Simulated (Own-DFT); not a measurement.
# How strain changes the stress of diamond silicon, 64 atoms (Si64)

The numbers are computed, not measured, by runs of the plane-wave DFT program Own-DFT (in-house, retired, unreviewed) at fixed positions, with no spin and no spin-orbit coupling.

Common settings: PBE; PseudoDojo norm-conserving scalar-relativistic files; cutoff 20 hartree; 3 x 3 x 3 k mesh centred on Gamma; Fermi-Dirac smearing of 0.1 eV.

Keep in mind: k mesh not checked against a denser one; stress not checked against mesh or cutoff.

Unstrained cell vectors in Å: (10.862, 0.000, 0.000); (0.000, 10.862, 0.000); (0.000, 0.000, 10.862). The unstrained cell has measured lattice constants (interpolated for alloys), not those of this functional. That, the random moves and any unrelaxed bonds set the pressure at no strain. Each run strains this cell uniformly, with the atoms carried along. Each coordinate of each atom was shifted by a normal deviate of width 0.05 Å. Strains are tensor components in per cent; tension counts as positive stress, and P is minus the mean normal stress.

| run | e_xx (%) | e_yy (%) | e_zz (%) | e_yz (%) | e_xz (%) | e_xy (%) | s_xx (GPa) | s_yy (GPa) | s_zz (GPa) | s_yz (GPa) | s_xz (GPa) | s_xy (GPa) | P (GPa) | E (meV/atom) |
|---|---|---|---|---|---|---|---|---|---|---|---|---|---|---|
| 1 | -1.23 | -0.94 | 0.17 | -1.19 | 1.24 | -1.16 | -5.25 | -5.09 | -4.14 | -1.42 | 3.21 | -2.99 | 4.83 | 33.1 |
| 2 | -0.50 | 0.38 | 0.41 | -1.70 | 0.85 | -0.07 | -2.83 | -2.14 | -2.10 | -2.64 | 2.33 | -0.82 | 2.35 | 13.4 |
| 3 | -0.32 | 1.45 | -0.88 | 0.04 | -1.17 | -1.96 | -2.97 | -1.23 | -3.46 | -0.05 | -3.24 | -3.74 | 2.55 | 19.3 |
| 4 | -0.99 | 1.86 | -1.70 | 0.42 | -1.89 | 0.63 | -4.39 | -1.55 | -4.85 | 0.80 | -3.95 | 0.81 | 3.60 | 33.3 |
| 5 | -0.48 | 1.95 | 0.28 | 1.20 | -0.49 | 1.87 | -2.05 | 0.11 | -1.36 | 3.42 | -1.10 | 4.40 | 1.10 | 8.7 |
| 6 | 1.66 | 0.47 | 0.88 | -0.44 | 0.71 | -1.19 | 0.76 | -0.26 | 0.07 | -0.69 | 0.93 | -2.74 | -0.19 | 1.9 |
| 7 | -1.99 | -0.59 | 0.81 | -0.11 | -0.29 | -1.15 | -5.94 | -4.60 | -3.31 | -0.60 | -0.66 | -2.64 | 4.62 | 34.5 |
| 8 | -0.09 | -1.40 | -0.26 | -0.48 | 1.05 | -0.11 | -4.02 | -5.29 | -4.26 | -0.36 | 2.30 | 0.11 | 4.52 | 26.6 |
| 9 | -0.72 | 1.59 | 1.56 | -1.36 | 0.88 | -1.10 | -1.88 | 0.07 | -0.01 | -2.76 | 2.21 | -2.21 | 0.61 | 22.6 |
| 10 | -0.34 | -1.76 | -0.16 | 0.74 | -1.01 | -0.84 | -4.64 | -5.67 | -4.32 | 1.30 | -1.33 | -2.47 | 4.88 | 17.5 |
| 11 | -1.23 | -1.86 | 1.50 | -1.20 | 0.36 | -1.57 | -5.10 | -5.57 | -2.56 | -2.82 | 0.20 | -4.09 | 4.41 | 30.3 |
| 12 | 1.47 | 0.02 | -0.77 | 1.67 | 0.78 | -0.46 | -0.79 | -2.14 | -2.87 | 3.45 | 1.71 | -2.12 | 1.93 | 10.1 |
| 13 | -1.61 | 0.68 | -0.79 | 0.61 | 0.80 | -0.13 | -5.19 | -3.02 | -4.62 | 0.52 | 1.36 | -0.48 | 4.28 | 15.8 |
| 14 | -0.41 | 0.90 | -1.18 | 0.59 | 0.21 | -0.16 | -3.23 | -2.03 | -3.92 | 1.47 | 0.12 | -0.33 | 3.06 | 0.0 |
| 15 | 1.18 | -0.32 | 1.34 | 0.32 | 0.92 | 1.36 | ? | ? | ? | ? | ? | ? | ? | ? |

E is the free energy for each atom above the lowest run shown.

## Worked fit

Regress every stress component on the fractional strains (shears doubled) of the visible runs, with a constant. Shear strains stay in the fit of a normal stress only where such slopes are resolved. The slopes, in GPa:

| stress | at no strain | per e_xx | per e_yy | per e_zz | scatter |
|---|---|---|---|---|---|
| s_xx | -2.7 | 162 ± 5 | 67 ± 4 | 61 ± 5 | 0.17 |
| s_yy | -2.7 | 69 ± 4 | 156 ± 3 | 55 ± 4 | 0.14 |
| s_zz | -2.7 | 72 ± 4 | 65 ± 3 | 148 ± 4 | 0.14 |

The slope of each shear stress on twice its own strain, from a fit on all six strains: yz 84 ± 10, xz 105 ± 10, xy 106 ± 10 GPa. These are stiffnesses along x, y and z of the frame in which the cell vectors are given, which need not be the crystal's axes. These are clamped-ion slopes: internal relaxation, where symmetry allows it, would soften some. The table should be nearly symmetric about its diagonal, and what it lacks of that shows the noise. A ninth of the table's sum, 95 ± 3 GPa, estimates the bulk modulus near the mean pressure of these runs, 3.0 GPa, so it lies above the value at zero pressure.

## Check

Question: what normal stresses and pressure should run 15 give?

From the fit: s_xx = -0.2, s_yy = -1.7, s_zz = -0.1 and P = 0.7 GPa. The run itself gave -0.17, -1.50, 0.00 and P = 0.56 GPa.
